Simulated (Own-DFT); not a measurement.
GaN (wurtzite, atoms displaced) (calculated)

Computed with Own-DFT development build. A calculation, not a measurement: plane-wave PBE density functional theory by an unreviewed code, no spin, of a simulated periodic cell, stress positive in tension, free energy of the whole cell less one offset for each atom, forces on such cells passed a denser k mesh, this cell's mesh not checked; offsets are fitted by least squares, one for each functional and potential file, so energies compare only between cells with the same atoms and settings and are not formation energies; the far tail of each file's local potential was reset to the Coulomb form; each entry is a single point on an unrelaxed cell, so the pressure reflects the starting lattice, mostly measured values (interpolated for alloys), from which strain is counted, and rises with the displacements; printed positions are rounded, which can move forces by about a meV/angstrom; the program, named Own-DFT, is a retired in-house code; no spin-orbit coupling.

Settings shared by all entries: functional PBE; potential files PseudoDojo norm-conserving, scalar-relativistic, standard set with the stringent files for Ga; wave cutoff 96 hartree; occupations Gaussian; smearing width 0.01 eV; k mesh 3 x 4 x 3 centred on Gamma.

(1) GaN (wurtzite, atoms displaced)

```
CELL_PARAMETERS angstrom
12.75600 0.00000 0.00000
-4.78350 8.28530 0.00000
0.00000 0.00000 10.37000
ATOMIC_POSITIONS crystal
Ga 0.07722 0.21337 0.98761
Ga 0.16068 0.11042 0.25560
N 0.08820 0.22481 0.17852
N 0.16397 0.11176 0.44256
Ga 0.07945 0.22377 0.49066
Ga 0.16133 0.11153 0.74547
N 0.08167 0.22481 0.68879
N 0.16786 0.11726 0.93993
Ga 0.08713 0.56303 0.00006
Ga 0.17382 0.45051 0.24162
N 0.08773 0.55113 0.18284
N 0.16733 0.44921 0.44690
Ga 0.08812 0.56799 0.50256
Ga 0.16274 0.44071 0.75977
N 0.08162 0.56892 0.68982
N 0.16154 0.44329 0.93830
Ga 0.08581 0.88627 0.00683
Ga 0.16395 0.76791 0.25266
N 0.08540 0.89258 0.19621
N 0.16370 0.77058 0.43981
Ga 0.08112 0.88551 0.49596
Ga 0.16615 0.77931 0.74509
N 0.08074 0.87939 0.69405
N 0.16851 0.77761 0.93972
Ga 0.33261 0.22303 0.00177
Ga 0.41239 0.10528 0.24906
N 0.33336 0.22056 0.18418
N 0.42051 0.11039 0.44055
Ga 0.33574 0.22674 0.50369
Ga 0.40570 0.10721 0.75280
N 0.32803 0.21070 0.68723
N 0.41105 0.11275 0.94001
Ga 0.33622 0.55390 0.00474
Ga 0.41148 0.44237 0.24723
N 0.32857 0.55055 0.19047
N 0.41081 0.44183 0.44257
Ga 0.33191 0.56119 0.49126
Ga 0.42276 0.45645 0.74103
N 0.33567 0.54996 0.68617
N 0.41955 0.44989 0.94188
Ga 0.32588 0.88732 0.99003
Ga 0.41292 0.77266 0.25227
N 0.33036 0.89366 0.19511
N 0.41915 0.77232 0.43679
Ga 0.33367 0.89643 0.50012
Ga 0.41340 0.78167 0.74398
N 0.33460 0.87863 0.69464
N 0.40833 0.77843 0.94447
Ga 0.58488 0.22509 0.00436
Ga 0.66801 0.10679 0.25137
N 0.58374 0.22384 0.18874
N 0.66582 0.09973 0.43657
Ga 0.58479 0.22743 0.50076
Ga 0.66196 0.11182 0.75473
N 0.58451 0.22496 0.68964
N 0.66954 0.11160 0.94375
Ga 0.58777 0.55970 0.00082
Ga 0.67058 0.44113 0.25581
N 0.57900 0.55557 0.19029
N 0.65348 0.43992 0.44182
Ga 0.59170 0.56915 0.49392
Ga 0.66379 0.44167 0.75374
N 0.58653 0.54949 0.67658
N 0.66315 0.44338 0.93818
Ga 0.57925 0.88896 0.00106
Ga 0.67101 0.77279 0.26326
N 0.58341 0.87704 0.19328
N 0.66157 0.77563 0.44683
Ga 0.58532 0.88812 0.49581
Ga 0.66105 0.76579 0.74484
N 0.58692 0.89916 0.69301
N 0.66757 0.78287 0.93497
Ga 0.83170 0.21222 0.00438
Ga 0.91992 0.11408 0.25243
N 0.83038 0.22022 0.18709
N 0.91482 0.10327 0.42855
Ga 0.84184 0.22622 0.50110
Ga 0.91552 0.10369 0.75051
N 0.82546 0.20832 0.70024
N 0.91672 0.10456 0.94149
Ga 0.83766 0.56408 0.00411
Ga 0.90967 0.44012 0.24757
N 0.83337 0.55493 0.19549
N 0.91828 0.45739 0.43443
Ga 0.82731 0.55455 0.49012
Ga 0.91741 0.44405 0.74989
N 0.83160 0.54821 0.69440
N 0.91911 0.44109 0.94261
Ga 0.83131 0.89921 0.00088
Ga 0.92491 0.78323 0.25407
N 0.83329 0.88657 0.18979
N 0.91961 0.77834 0.43885
Ga 0.83267 0.89347 0.50538
Ga 0.91516 0.77825 0.75232
N 0.82924 0.89122 0.68527
N 0.90867 0.76338 0.93454
```

* free energy of cell above offsets: -4.535 eV
* pressure: 7.1 GPa
* stress xx: -6.8 GPa
* stress yy: -8.2 GPa
* stress zz: -6.31 GPa
* stress yz: 0.91 GPa
* stress xz: -0.19 GPa
* stress xy: 0.67 GPa

Force:
```csv
element,x (eV/Å),y (eV/Å),z (eV/Å)
Ga,0.847,1.648,1.613
Ga,1.213,0.906,-0.781
N,-0.942,-0.166,1.085
N,0.43,-0.233,-0.147
Ga,0.668,0.47,1.362
Ga,0.798,-0.535,0.586
N,-0.509,-0.421,-0.619
N,0.389,-1.509,-0.831
Ga,-0.339,-1.339,-0.399
Ga,-1.967,-2.013,1.466
N,-1.572,0.388,1.085
N,-0.96,-0.508,-1.706
Ga,-0.265,-2.531,0.652
Ga,0.313,1.19,-2.006
N,1.263,-2.338,-0.274
N,0.988,-0.063,0.937
Ga,-0.939,0.516,-0.912
Ga,0.11,0.628,-0.368
N,0.704,-0.725,-0.762
N,0.215,2.609,-0.446
Ga,0.471,0.476,1.295
Ga,0.484,0.296,1.401
N,-1.083,1.735,-1.305
N,-1.772,0.014,-0.814
Ga,-0.34,0.701,-0.463
Ga,0.259,1.497,0.333
N,-0.667,-0.121,1.407
N,-0.973,0.462,-0.283
Ga,-0.041,-0.515,-0.604
Ga,2.066,0.064,0.068
N,-0.819,1.422,0.151
N,1.175,-0.219,-0.201
Ga,-0.999,0.285,-1.098
Ga,1.096,-0.516,0.849
N,1.515,1.365,-0.524
N,0.867,0.743,-0.981
Ga,0.788,-1.294,1.802
Ga,0.493,-1.731,1.238
N,-1.934,1.13,-0.16
N,0.295,-0.328,-1.001
Ga,1.357,1.21,2.06
Ga,0.228,1.029,-0.789
N,0.625,-1.819,-1.093
N,-1.113,1.577,0.291
Ga,0.867,-1.183,0.17
Ga,3.408,-2.043,1.617
N,-3.272,2.274,-1.821
N,1.388,-0.364,-0.778
Ga,-0.293,-0.35,-0.596
Ga,-0.841,-0.646,-0.415
N,0.29,-0.589,0.719
N,-0.014,2.427,0.372
Ga,0.685,-1.552,0.682
Ga,0.095,0.166,0.249
N,-0.965,-0.762,0.028
N,-1.028,-0.139,-0.118
Ga,-0.559,0.227,0.412
Ga,-1.909,0.018,-0.902
N,1.204,-0.149,0.481
N,2.222,0.688,-1.051
Ga,-1.97,-3.043,0.73
Ga,0.828,0.038,-0.367
N,-0.66,0.526,1.251
N,0.722,0.224,0.668
Ga,0.089,-0.518,0.24
Ga,-0.723,0.085,-1.981
N,-0.55,0.714,-0.229
N,1.856,1.734,-0.9
Ga,-1.462,0.222,1.735
Ga,-0.553,1.378,0.655
N,-0.184,-2.095,-0.955
N,-0.174,-0.486,-0.032
Ga,-0.089,1.531,-0.871
Ga,0.031,-0.072,-2.478
N,0.809,-0.114,0.786
N,-0.298,0.931,2.122
Ga,-1.457,-0.144,0.442
Ga,-0.685,0.818,0.301
N,1.186,1.73,-1.703
N,-0.936,0.841,-1.229
Ga,-0.069,-2.794,-0.063
Ga,1.822,0.126,-0.124
N,-0.2,0.939,-0.697
N,0.787,-1.583,0.443
Ga,0.128,-0.065,2.073
Ga,-0.282,-0.62,0.756
N,-0.832,0.819,-1.422
N,-0.567,0.071,0.064
Ga,0.708,-2.932,0.575
Ga,-1.483,-0.556,-0.54
N,0.327,0.283,0.31
N,-1.568,-0.003,0.281
Ga,0.599,-0.761,-0.986
Ga,-0.005,-1.059,-0.742
N,0.956,-0.982,0.769
N,0.199,3.355,0.956
```

(2) GaN (wurtzite, atoms displaced)

```
CELL_PARAMETERS angstrom
12.75600 0.00000 0.00000
-4.78350 8.28530 0.00000
0.00000 0.00000 10.37000
ATOMIC_POSITIONS crystal
Ga 0.07900 0.21553 0.00503
Ga 0.17052 0.11093 0.24659
N 0.08728 0.22750 0.19025
N 0.16136 0.11666 0.43522
Ga 0.07959 0.21341 0.49619
Ga 0.16515 0.11231 0.74806
N 0.08536 0.22431 0.68669
N 0.16920 0.11904 0.93540
Ga 0.07855 0.55577 0.99782
Ga 0.16542 0.43774 0.24851
N 0.08524 0.56178 0.18907
N 0.16705 0.44549 0.44198
Ga 0.08781 0.55491 0.50122
Ga 0.17022 0.44290 0.75318
N 0.08520 0.55876 0.68557
N 0.16398 0.43908 0.93836
Ga 0.07869 0.87852 0.99283
Ga 0.16682 0.78108 0.25006
N 0.08334 0.88434 0.18513
N 0.16090 0.77058 0.43776
Ga 0.08527 0.89409 0.50040
Ga 0.15727 0.76310 0.74870
N 0.08443 0.88454 0.68206
N 0.16874 0.77797 0.93814
Ga 0.34554 0.23323 0.00141
Ga 0.41938 0.11689 0.24330
N 0.33739 0.21636 0.18959
N 0.41509 0.11399 0.43595
Ga 0.33531 0.21941 0.50056
Ga 0.41707 0.10987 0.75042
N 0.32291 0.21907 0.69089
N 0.41423 0.11160 0.94178
Ga 0.33164 0.55321 0.99652
Ga 0.41743 0.43848 0.25127
N 0.34022 0.56179 0.18890
N 0.42261 0.45443 0.43311
Ga 0.33656 0.55944 0.51244
Ga 0.42218 0.45040 0.75191
N 0.33466 0.56226 0.67660
N 0.41610 0.44696 0.94856
Ga 0.33506 0.89286 0.99955
Ga 0.41944 0.77628 0.25583
N 0.33615 0.89561 0.18936
N 0.41838 0.78420 0.44170
Ga 0.32892 0.88770 0.49964
Ga 0.41997 0.78099 0.75109
N 0.33091 0.88925 0.68791
N 0.42334 0.78018 0.93902
Ga 0.57943 0.21987 0.99957
Ga 0.67280 0.11497 0.24604
N 0.58793 0.23151 0.19305
N 0.66819 0.11112 0.43705
Ga 0.58690 0.23592 0.50223
Ga 0.66551 0.10515 0.75305
N 0.58353 0.22204 0.69301
N 0.66538 0.10265 0.93981
Ga 0.58492 0.56230 0.00619
Ga 0.67160 0.45173 0.24574
N 0.58054 0.55008 0.18526
N 0.66163 0.44283 0.43015
Ga 0.58468 0.55743 0.50428
Ga 0.66251 0.43674 0.75583
N 0.58761 0.55971 0.68914
N 0.67273 0.45054 0.93505
Ga 0.58023 0.88985 0.00328
Ga 0.66964 0.78543 0.25150
N 0.58534 0.89280 0.19190
N 0.66287 0.77814 0.43924
Ga 0.57416 0.88366 0.49930
Ga 0.66547 0.78615 0.74489
N 0.58573 0.88410 0.68682
N 0.66429 0.78131 0.94301
Ga 0.82535 0.21131 0.01071
Ga 0.91236 0.10981 0.25394
N 0.83486 0.22175 0.18602
N 0.91777 0.11965 0.43494
Ga 0.82987 0.22251 0.49724
Ga 0.92576 0.11881 0.74704
N 0.83222 0.22250 0.68990
N 0.91328 0.10744 0.93102
Ga 0.83044 0.55635 0.00201
Ga 0.91057 0.44045 0.24662
N 0.83706 0.55891 0.19198
N 0.91784 0.44674 0.43835
Ga 0.83707 0.55987 0.49779
Ga 0.91680 0.44556 0.74977
N 0.83936 0.56610 0.69183
N 0.92242 0.45392 0.93790
Ga 0.83934 0.88939 0.00237
Ga 0.91237 0.77359 0.24919
N 0.82920 0.88738 0.19013
N 0.91801 0.76647 0.43830
Ga 0.84080 0.89694 0.49588
Ga 0.91598 0.78651 0.75618
N 0.83440 0.88815 0.69129
N 0.91308 0.77263 0.93685
```

* free energy of cell above offsets: -5.830 eV
* pressure: 6.68 GPa
* stress xx: -6.07 GPa
* stress yy: -6.26 GPa
* stress zz: -7.7 GPa
* stress yz: -0.25 GPa
* stress xz: -0.21 GPa
* stress xy: 0.33 GPa

Force:
```csv
element,x (eV/Å),y (eV/Å),z (eV/Å)
Ga,0.147,0.37,-0.93
Ga,-0.48,-0.489,-0.12
N,-0.498,-1.913,-0.192
N,2.309,-1.161,-0.361
Ga,-0.667,2.431,0.748
Ga,-0.335,-1.127,0.698
N,0.114,0.157,-0.618
N,0.428,-1.048,0.751
Ga,1.726,0.271,1.036
Ga,-0.037,2.469,0.801
N,-0.029,-1.232,-0.274
N,0.854,-0.541,-0.528
Ga,-0.911,-0.37,-0.551
Ga,-0.625,0.371,-0.672
N,0.438,-2.131,0.402
N,-0.069,0.524,0.164
Ga,0.526,1.72,0.708
Ga,0.619,-0.404,0.057
N,-1.139,0.706,-0.15
N,0.364,1.345,-0.001
Ga,0.23,-0.712,-0.707
Ga,0.606,2.441,0.402
N,-0.841,0.686,1.486
N,0.014,-0.13,-0.483
Ga,-2.103,-1.418,0.102
Ga,1.5,-0.99,1.546
N,-1.803,1.234,-0.669
N,0.784,-0.386,0.238
Ga,-1.208,1.101,-0.06
Ga,-1.123,-0.173,-0.173
N,2.56,1.382,-0.521
N,0.903,0.182,-0.901
Ga,-0.67,0.638,1.208
Ga,-0.525,0.782,-0.32
N,-0.519,-1.114,-0.26
N,-0.531,-1.025,1.56
Ga,-0.2,-0.59,-6.036
Ga,-0.672,-0.603,-0.007
N,0.524,-0.356,6.23
N,0.918,0.516,-1.932
Ga,0.055,-1.007,0.448
Ga,-0.779,0.462,-0.516
N,0.476,-0.748,-0.133
N,-1.253,-1.111,-0.274
Ga,-0.011,0.384,-0.189
Ga,-0.665,0.062,-0.229
N,0.406,-0.244,0.445
N,-1.8,-0.548,-0.495
Ga,0.993,0.669,0.393
Ga,-1.676,-0.37,1.192
N,0.587,-0.842,-1.288
N,-0.982,-0.017,0.065
Ga,0.275,-1.837,-0.549
Ga,0.424,0.503,-0.48
N,0.023,-0.474,-0.467
N,-1.006,1.288,0.078
Ga,0.255,0.099,-1.278
Ga,-0.745,-0.278,0.357
N,0.499,1.123,1.067
N,0.837,1.275,1.169
Ga,0.089,0.104,-1.002
Ga,0.955,1.824,-1.191
N,-0.257,-0.492,0.477
N,-1.392,-1.111,1.438
Ga,1.136,-0.557,0.622
Ga,-0.904,-1.589,0.245
N,-0.122,0.059,-0.286
N,1.003,0.499,0.128
Ga,1.828,1.521,0.032
Ga,2.367,-1.195,1.707
N,-2.157,1.292,-0.419
N,0.948,0.019,-0.669
Ga,1.074,1.081,-3.232
Ga,1.31,0.238,-0.868
N,0.124,0.151,1.181
N,-0.037,-0.97,0.598
Ga,0.079,0.634,0.912
Ga,-1.585,-0.733,0.013
N,0.227,-0.127,-0.306
N,0.168,0.344,1.705
Ga,1.232,-0.34,-0.207
Ga,1.806,1.099,0.967
N,-0.707,-0.426,-1.19
N,0.059,-0.57,-0.354
Ga,-0.467,-1.708,1.289
Ga,-0.231,0.092,-0.138
N,-0.731,-1.167,-0.473
N,-1.645,-1.804,0.235
Ga,-1.668,0.056,-0.656
Ga,1.018,1.155,0.495
N,1.185,0.59,-0.143
N,-1.13,2.829,-0.813
Ga,-0.683,-1.33,0.637
Ga,1.027,-0.961,-1.567
N,-0.614,1.156,-1.081
N,0.204,0.534,0.927
```
